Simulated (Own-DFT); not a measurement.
# A layer strained by its substrate: diamond-structure SiGeSn with randomly placed atoms, 64 atoms (Ge40Si16Sn8)

Calculated, not measured: single-point runs of Own-DFT, a retired in-house plane-wave DFT program that no person has reviewed, on unrelaxed cells, without spin or spin-orbit coupling.

All runs used: PBE; PseudoDojo norm-conserving scalar-relativistic files; cutoff 49 hartree; 3 x 3 x 3 k mesh centred on Gamma; Fermi-Dirac smearing of 0.1 eV.

Keep in mind: forces on such cells moved up to 12 meV/angstrom on a denser k mesh; stress not checked against mesh or cutoff.

Unstrained cell vectors in Å: (11.410, 0.000, 0.000); (0.000, 11.410, 0.000); (0.000, 0.000, 11.410). The unstrained cell has measured lattice constants (interpolated for alloys), not those of this functional. That, the random moves and any unrelaxed bonds set the pressure at no strain. Each run strains x and y alike by e, as a substrate would, and holds the height along z. Each atom got a random Gaussian move of width 0.05 Å along each axis. The random placing of the alloy's atoms differs from row to row. Stress is positive in tension.

```
e (%),u (Å),(s_xx + s_yy)/2 (GPa),s_zz (GPa)
-2.75,0.052,-10.73,-8.59
-2.50,0.051,-10.02,-8.37
-2.25,0.045,-9.11,-7.60
-2.00,0.048,-8.84,-7.60
-1.75,0.047,-8.40,-7.07
-1.25,0.054,-7.06,-6.34
-0.50,0.052,?,?
0.25,0.049,-4.16,-4.39
0.50,0.048,-3.85,-4.36
1.50,0.050,-2.28,-3.16
```

## Worked fit

With e as a fraction, the in-plane stress is -4.7 + 179 e - 1416 e² GPa (errors 6 and 337, scatter 0.15), and s_zz is -4.8 + 118 e - 799 e² GPa (slope ± 6, scatter 0.15). At e = 0 the first slope is C11 + C12 and the second 2 C12, both with the ions held to the strained lattice and at the cell's own pressure. The term in e² is negative: the layer stiffens under compression and softens under tension. A free layer would change its height as e changes, and the in-plane slope would drop by 2 C12²/C11 to the biaxial modulus. At fixed height, a misfit of 1 % moves the in-plane stress by about 1.8 GPa and s_zz by 1.2 GPa.

## Test on the hidden row

Asked: what are the two stresses at e = -0.50 %?

From the fit: -5.6 and -5.4 GPa. The run itself gave -6.00 and -5.70 GPa.
